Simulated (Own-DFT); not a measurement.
# Computed records: GaN (wurtzite, strained, atoms displaced)

A calculation, not a measurement: plane-wave PBE density functional theory by an unreviewed code, no spin, of a simulated periodic cell, stress positive in tension, free energy of the whole cell less one offset for each atom, forces on such cells passed a denser k mesh, this cell's mesh not checked; offsets are fitted by least squares, one for each functional and potential file, so energies compare only between cells with the same atoms and settings and are not formation energies; the far tail of each file's local potential was reset to the Coulomb form; each entry is a single point on an unrelaxed cell, so the pressure reflects the starting lattice, mostly measured values (interpolated for alloys), from which strain is counted, and rises with the displacements; printed positions are rounded, which can move forces by about a meV/angstrom; the program, named Own-DFT, is a retired in-house code; no spin-orbit coupling. Program: Own-DFT development build.

### GaN (wurtzite, strained, atoms displaced)

```cif
# cell vector a (Å): 12.7560 0.0000 0.0000
# cell vector b (Å): -4.7835 8.2853 0.0000
# cell vector c (Å): 0.0000 0.0000 10.6552
data_GaN
_symmetry_space_group_name_H-M 'P 1'
_symmetry_Int_Tables_number 1
_cell_length_a 12.7560
_cell_length_b 9.5670
_cell_length_c 10.6552
_cell_angle_alpha 90.000
_cell_angle_beta 90.000
_cell_angle_gamma 120.000
_cell_volume 1126.12
loop_
_atom_site_label
_atom_site_type_symbol
_atom_site_fract_x
_atom_site_fract_y
_atom_site_fract_z
_atom_site_occupancy
Ga1 Ga 0.08306 0.22488 0.00465 1
Ga2 Ga 0.16531 0.11138 0.25090 1
N1 N 0.08752 0.23929 0.18689 1
N2 N 0.16665 0.10264 0.43806 1
Ga3 Ga 0.08584 0.21501 0.50028 1
Ga4 Ga 0.15935 0.10911 0.75375 1
N3 N 0.09085 0.22570 0.68946 1
N4 N 0.16945 0.10883 0.94572 1
Ga5 Ga 0.07847 0.55880 0.00220 1
Ga6 Ga 0.17408 0.45005 0.24579 1
N5 N 0.07720 0.55303 0.18985 1
N6 N 0.17267 0.44531 0.44055 1
Ga7 Ga 0.08101 0.54886 0.50125 1
Ga8 Ga 0.16928 0.44803 0.74058 1
N7 N 0.08654 0.55623 0.69235 1
N8 N 0.16773 0.44253 0.93876 1
Ga9 Ga 0.09935 0.90086 0.99952 1
Ga10 Ga 0.16262 0.77514 0.25488 1
N9 N 0.08945 0.90000 0.18623 1
N10 N 0.17122 0.77736 0.43275 1
Ga11 Ga 0.08582 0.88556 0.50874 1
Ga12 Ga 0.16774 0.77411 0.74326 1
N11 N 0.07878 0.89431 0.69397 1
N12 N 0.15764 0.77969 0.94134 1
Ga13 Ga 0.33627 0.22805 0.99601 1
Ga14 Ga 0.42242 0.11219 0.24315 1
N13 N 0.33770 0.22597 0.19390 1
N14 N 0.41765 0.11157 0.43445 1
Ga15 Ga 0.32977 0.21796 0.50197 1
Ga16 Ga 0.40975 0.10155 0.74942 1
N15 N 0.33373 0.22839 0.68467 1
N16 N 0.42905 0.12558 0.93876 1
Ga17 Ga 0.33598 0.54869 0.00120 1
Ga18 Ga 0.41427 0.44505 0.24795 1
N17 N 0.33461 0.55046 0.18574 1
N18 N 0.42049 0.44802 0.44195 1
Ga19 Ga 0.34054 0.56145 0.49737 1
Ga20 Ga 0.41584 0.45624 0.74633 1
N19 N 0.33076 0.54014 0.68224 1
N20 N 0.41869 0.43698 0.93972 1
Ga21 Ga 0.33556 0.88746 0.00188 1
Ga22 Ga 0.41169 0.78175 0.24207 1
N21 N 0.32905 0.88600 0.18588 1
N22 N 0.41890 0.77026 0.43575 1
Ga23 Ga 0.33415 0.88989 0.50769 1
Ga24 Ga 0.41226 0.75938 0.75527 1
N23 N 0.33137 0.89257 0.68700 1
N24 N 0.41868 0.79058 0.94682 1
Ga25 Ga 0.58177 0.21638 0.99852 1
Ga26 Ga 0.65859 0.10235 0.25043 1
N25 N 0.57495 0.20908 0.18154 1
N26 N 0.66912 0.10975 0.43588 1
Ga27 Ga 0.58078 0.21976 0.50648 1
Ga28 Ga 0.65721 0.10475 0.75215 1
N27 N 0.58169 0.21781 0.68361 1
N28 N 0.66590 0.10889 0.94313 1
Ga29 Ga 0.57857 0.54419 0.99461 1
Ga30 Ga 0.66063 0.44410 0.25551 1
N29 N 0.57914 0.55516 0.18405 1
N30 N 0.66707 0.45382 0.43775 1
Ga31 Ga 0.59228 0.56592 0.49840 1
Ga32 Ga 0.67007 0.44310 0.74850 1
N31 N 0.58872 0.56026 0.69031 1
N32 N 0.66242 0.44578 0.93850 1
Ga33 Ga 0.58638 0.89037 0.01034 1
Ga34 Ga 0.66902 0.77476 0.25272 1
N33 N 0.58640 0.88953 0.19212 1
N34 N 0.66593 0.78201 0.42780 1
Ga35 Ga 0.59013 0.88560 0.49844 1
Ga36 Ga 0.67157 0.77638 0.75082 1
N35 N 0.58361 0.88284 0.68675 1
N36 N 0.66603 0.77840 0.92834 1
Ga37 Ga 0.83034 0.22663 0.99769 1
Ga38 Ga 0.91053 0.10797 0.24840 1
N37 N 0.83093 0.21411 0.18756 1
N38 N 0.92087 0.11786 0.44610 1
Ga39 Ga 0.83208 0.22390 0.50012 1
Ga40 Ga 0.91586 0.11925 0.75084 1
N39 N 0.82896 0.22090 0.68900 1
N40 N 0.91350 0.10370 0.92662 1
Ga41 Ga 0.83753 0.55909 0.00549 1
Ga42 Ga 0.91502 0.44842 0.24606 1
N41 N 0.83318 0.55518 0.19412 1
N42 N 0.91327 0.43633 0.43494 1
Ga43 Ga 0.83309 0.55182 0.49748 1
Ga44 Ga 0.90395 0.43741 0.75258 1
N43 N 0.82970 0.54748 0.69137 1
N44 N 0.91364 0.43905 0.93958 1
Ga45 Ga 0.83574 0.88684 0.00230 1
Ga46 Ga 0.91257 0.77192 0.25879 1
N45 N 0.83139 0.88188 0.18175 1
N46 N 0.91797 0.77916 0.43851 1
Ga47 Ga 0.83572 0.90342 0.50512 1
Ga48 Ga 0.92279 0.77930 0.75359 1
N47 N 0.83203 0.87971 0.68385 1
N48 N 0.91601 0.77447 0.94178 1
```

```
functional                        : PBE
potential files                   : PseudoDojo norm-conserving, scalar-relativistic, standard set with the stringent files for Ga
wave cutoff                       : 96 hartree
occupations                       : Gaussian
smearing width                    : 0.01 eV
k mesh                            : 3 x 4 x 3 centred on Gamma
free energy of cell above offsets : -4.852 eV
pressure                          : 2.2 GPa
stress xx                         : -5.07 GPa
stress yy                         : -4.97 GPa
stress zz                         : 3.44 GPa
stress yz                         : 0.17 GPa
stress xz                         : -0.02 GPa
stress xy                         : 0.73 GPa
```

Force:
| element | x (eV/Å) | y (eV/Å) | z (eV/Å) |
| --- | --- | --- | --- |
| Ga | -0.186 | -0.466 | -0.757 |
| Ga | 0.335 | 0.814 | 0.014 |
| N | -0.069 | -2.56 | 0.298 |
| N | -0.453 | 0.213 | -0.039 |
| Ga | 0.158 | 1.085 | 0.184 |
| Ga | 1.716 | 0.974 | 0.695 |
| N | -1.907 | -0.164 | -0.626 |
| N | -0.734 | 1.855 | -1.429 |
| Ga | 1.161 | -0.362 | -0.081 |
| Ga | -1.371 | 0.377 | 1.312 |
| N | 1.007 | 0.648 | -0.393 |
| N | -0.572 | -0.383 | -0.402 |
| Ga | 0.448 | 0.199 | -0.452 |
| Ga | -0.131 | -1.047 | 1.679 |
| N | -1.397 | -0.454 | -0.957 |
| N | -0.304 | 0.885 | -0.551 |
| Ga | -3.176 | -0.866 | 1.793 |
| Ga | -0.175 | 0.557 | -1.037 |
| N | -0.531 | -1.586 | 0.324 |
| N | -0.623 | -0.436 | 1.921 |
| Ga | -0.44 | -0.098 | -1.065 |
| Ga | -1.162 | 0.605 | 1.555 |
| N | 2.151 | -0.744 | -1.032 |
| N | 3.534 | -1.249 | -1.735 |
| Ga | 0.487 | -1.549 | 1.382 |
| Ga | -2.358 | -0.794 | 1.477 |
| N | -0.514 | -0.591 | -1.063 |
| N | 0.153 | -0.313 | 0.345 |
| Ga | 0.757 | 0.939 | -0.452 |
| Ga | -0.051 | 2.477 | 0.617 |
| N | 0.058 | -0.938 | 1.011 |
| N | -2.527 | -2.5 | -1.097 |
| Ga | -0.816 | 0.564 | -0.075 |
| Ga | 1.047 | -0.224 | 1.371 |
| N | -0.54 | 1.466 | -0.443 |
| N | 0.354 | -0.449 | -0.647 |
| Ga | -0.2 | -1.204 | -0.211 |
| Ga | 3.48 | -2.368 | 0.865 |
| N | -1.878 | 2.705 | -0.079 |
| N | -1.614 | 1.605 | -1.523 |
| Ga | -2.117 | 1.118 | 0.057 |
| Ga | 1.527 | -0.889 | 1.285 |
| N | -0.317 | 0.247 | -0.113 |
| N | -0.719 | 2.061 | -0.233 |
| Ga | 0.895 | -0.09 | -1.981 |
| Ga | 0.141 | 1.733 | -0.206 |
| N | 0.905 | -1.704 | 0.44 |
| N | 1.684 | -2.35 | -1.488 |
| Ga | 1.131 | 1.682 | 0.46 |
| Ga | 0.799 | 1.322 | 0.321 |
| N | 1.884 | 1.968 | 0.391 |
| N | -0.783 | 0.099 | 0.262 |
| Ga | 0.169 | 0.078 | -1.554 |
| Ga | 0.969 | -0.427 | 0.195 |
| N | -0.482 | 0.182 | 1.109 |
| N | -0.138 | -0.021 | -1.029 |
| Ga | 0.278 | 2.199 | 0.838 |
| Ga | 0.242 | -0.452 | -1.031 |
| N | 0.68 | 0.013 | 0.103 |
| N | 1.04 | -1.396 | 0.045 |
| Ga | -1.431 | -0.493 | 0.866 |
| Ga | -1.666 | -0.379 | 0.839 |
| N | -0.428 | -0.821 | -0.759 |
| N | 2.341 | -0.82 | -0.385 |
| Ga | 0.606 | -0.368 | -1.082 |
| Ga | -0.597 | -0.121 | -1.443 |
| N | -0.55 | -1.136 | -0.416 |
| N | 1.795 | -0.089 | 1.413 |
| Ga | -2.052 | 0.559 | 0.345 |
| Ga | -0.433 | 0.387 | -0.079 |
| N | -0.649 | -0.116 | 0.026 |
| N | -0.121 | -0.308 | 2.119 |
| Ga | 1.152 | -1.596 | 0.721 |
| Ga | 1.264 | 0.2 | 0.429 |
| N | -1.173 | 0.993 | -0.405 |
| N | -0.29 | -0.107 | -1.33 |
| Ga | 0.07 | -0.423 | 0.33 |
| Ga | 0.894 | -0.996 | -0.891 |
| N | -0.228 | -0.188 | -0.301 |
| N | 0.11 | 0.916 | 2.137 |
| Ga | -1.146 | -0.358 | -0.202 |
| Ga | 0.557 | -1.759 | 0.852 |
| N | -1.008 | -0.255 | -0.706 |
| N | 0.097 | 1.239 | 0.137 |
| Ga | -0.05 | 0.478 | 0.401 |
| Ga | 1.923 | 0.152 | 0.371 |
| N | 0.355 | 1.559 | -1.225 |
| N | -0.261 | 0.988 | -0.393 |
| Ga | -0.639 | -0.222 | -1.214 |
| Ga | 0.735 | 1.272 | -1.08 |
| N | 0.217 | 0.65 | 1.302 |
| N | -0.089 | 0.011 | 0.856 |
| Ga | 0.636 | -1.7 | -0.492 |
| Ga | -1.973 | -1.109 | 0.693 |
| N | 0.319 | 1.325 | 0.509 |
| N | 0.811 | 0.64 | -0.514 |
